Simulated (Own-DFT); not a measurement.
# How strain changes the stress of wurtzite AlN, 128 atoms (Al64N64)

These are calculations, not measurements. The program, named Own-DFT, is a retired in-house plane-wave density functional code that no person has reviewed. Each row is one single-point run on a periodic cell that was not relaxed, without spin or spin-orbit coupling.

Settings of every run: PBE; PseudoDojo norm-conserving scalar-relativistic files; cutoff 42 hartree; 3 x 3 x 3 k mesh centred on Gamma; Gaussian smearing of 0.01 eV.

Known limits: k mesh not checked against a denser one; stress not checked against mesh or cutoff.

Unstrained cell vectors in Å: (12.448, 0.000, 0.000); (-6.224, 10.780, 0.000); (0.000, 0.000, 9.964). The unstrained cell has measured lattice constants (interpolated for alloys), not those of this functional. That, the random moves and any unrelaxed bonds set the pressure at no strain. Each run strains this cell uniformly, with the atoms carried along. Every atom was also moved at random, by a Gaussian of width 0.05 Å on each axis. Strain is the symmetric tensor, in per cent. Stress is positive in tension, and the pressure is minus a third of its trace.

| run | e_xx (%) | e_yy (%) | e_zz (%) | e_yz (%) | e_xz (%) | e_xy (%) | s_xx (GPa) | s_yy (GPa) | s_zz (GPa) | s_yz (GPa) | s_xz (GPa) | s_xy (GPa) | P (GPa) | E (meV/atom) |
|---|---|---|---|---|---|---|---|---|---|---|---|---|---|---|
| 1 | 1.19 | -1.03 | -1.16 | -0.43 | 1.50 | -1.44 | -3.74 | -10.12 | -9.66 | -1.08 | 4.07 | -5.91 | 7.84 | 15.2 |
| 2 | 1.05 | 0.68 | -0.93 | 0.25 | 1.31 | -1.38 | -0.70 | -1.10 | -9.60 | 0.16 | 2.48 | -4.32 | 3.80 | 0.0 |
| 3 | -1.51 | -1.44 | -0.56 | -0.74 | -0.60 | 0.47 | -15.05 | -15.73 | -11.25 | -1.72 | -1.67 | 1.03 | 14.01 | 30.8 |
| 4 | 1.35 | -1.19 | 1.56 | 1.51 | -0.79 | -1.10 | 0.24 | -8.11 | 0.62 | 3.95 | -2.02 | -4.64 | 2.42 | 2.7 |
| 5 | -0.08 | 0.56 | -1.26 | -1.40 | -1.08 | 0.26 | -7.41 | -2.78 | -13.16 | -3.15 | -3.39 | 0.08 | 7.78 | 20.8 |
| 6 | 0.64 | 0.12 | 1.40 | 0.44 | -0.28 | -1.70 | -1.35 | -4.12 | 0.28 | 0.94 | -0.29 | -6.66 | 1.73 | 6.9 |
| 7 | 1.29 | 0.67 | -1.39 | -1.24 | -1.02 | -0.68 | 0.10 | -1.84 | -12.80 | -3.49 | -2.09 | -1.88 | 4.85 | 13.9 |
| 8 | 1.16 | 1.72 | 0.68 | -1.55 | -0.03 | 1.54 | 1.14 | 3.58 | -1.79 | -3.76 | -0.73 | 4.48 | -0.98 | 7.9 |
| 9 | -0.60 | 0.41 | -0.17 | 0.46 | -0.16 | 1.13 | -9.29 | -4.55 | -6.11 | 1.85 | -0.11 | 4.12 | 6.65 | 5.6 |
| 10 | -1.17 | 0.63 | 1.61 | -0.44 | 1.30 | -1.13 | -8.97 | -2.61 | 0.82 | -0.46 | 2.18 | -4.40 | 3.59 | 3.1 |
| 11 | 1.16 | -1.63 | 1.71 | 0.53 | -0.24 | 1.69 | -2.16 | -10.28 | 2.23 | 2.88 | -1.07 | 5.81 | 3.40 | 5.0 |
| 12 | -1.81 | 0.62 | 0.12 | 0.88 | -1.00 | -1.60 | -15.93 | -4.03 | -5.31 | 2.74 | -2.62 | -6.53 | 8.42 | 13.7 |
| 13 | 1.23 | 0.93 | -1.38 | 0.88 | 1.37 | 1.18 | -1.01 | -1.04 | -10.22 | 1.89 | 3.92 | 3.79 | 4.09 | 9.8 |
| 14 | -1.07 | -1.72 | -0.55 | -0.24 | 0.72 | -0.72 | -14.83 | -14.65 | -10.62 | -1.02 | 2.67 | -2.07 | 13.37 | 31.9 |
| 15 | 1.31 | -0.76 | -1.43 | 1.03 | 0.26 | 1.88 | -1.70 | -8.60 | -12.03 | 3.21 | 0.95 | 5.24 | 7.44 | 7.0 |
| 16 | -1.44 | 0.76 | -1.13 | -1.74 | -0.53 | 1.16 | ? | ? | ? | ? | ? | ? | ? | ? |

E is the free energy for each atom above the lowest run shown.

## Worked fit

Each stress component was fitted by least squares to a constant and the strains of the runs shown, as fractions, with shears doubled. Shear strains stay in the fit of a normal stress only where such slopes are resolved. The slopes, in GPa:

| stress | at no strain | per e_xx | per e_yy | per e_zz | scatter |
|---|---|---|---|---|---|
| s_xx | -6.5 | 490 ± 20 | 120 ± 22 | 86 ± 20 | 0.88 |
| s_yy | -5.5 | 112 ± 17 | 469 ± 18 | 65 ± 16 | 0.74 |
| s_zz | -6.2 | 63 ± 24 | 46 ± 26 | 459 ± 23 | 1.04 |

Each shear stress against twice its own strain: yz 129 ± 7, xz 121 ± 9, xy 172 ± 8 GPa. These are stiffnesses along x, y and z of the frame in which the cell vectors are given, which need not be the crystal's axes. The atoms are held to the strained lattice; where symmetry lets them move under strain, relaxing them would lower some slopes. The table should be nearly symmetric about its diagonal, and what it lacks of that shows the noise. A ninth of its sum, 212 ± 5 GPa, estimates the bulk modulus near the mean pressure of these runs, 5.9 GPa, so it lies above the value at zero pressure.

## Withheld run

Question: what normal stresses and pressure should run 16 give?

The fit gives s_xx = -13.6, s_yy = -4.3, s_zz = -11.9 and P = 9.9 GPa. The calculation gave -12.84, -2.97, -15.01 and P = 10.27 GPa.
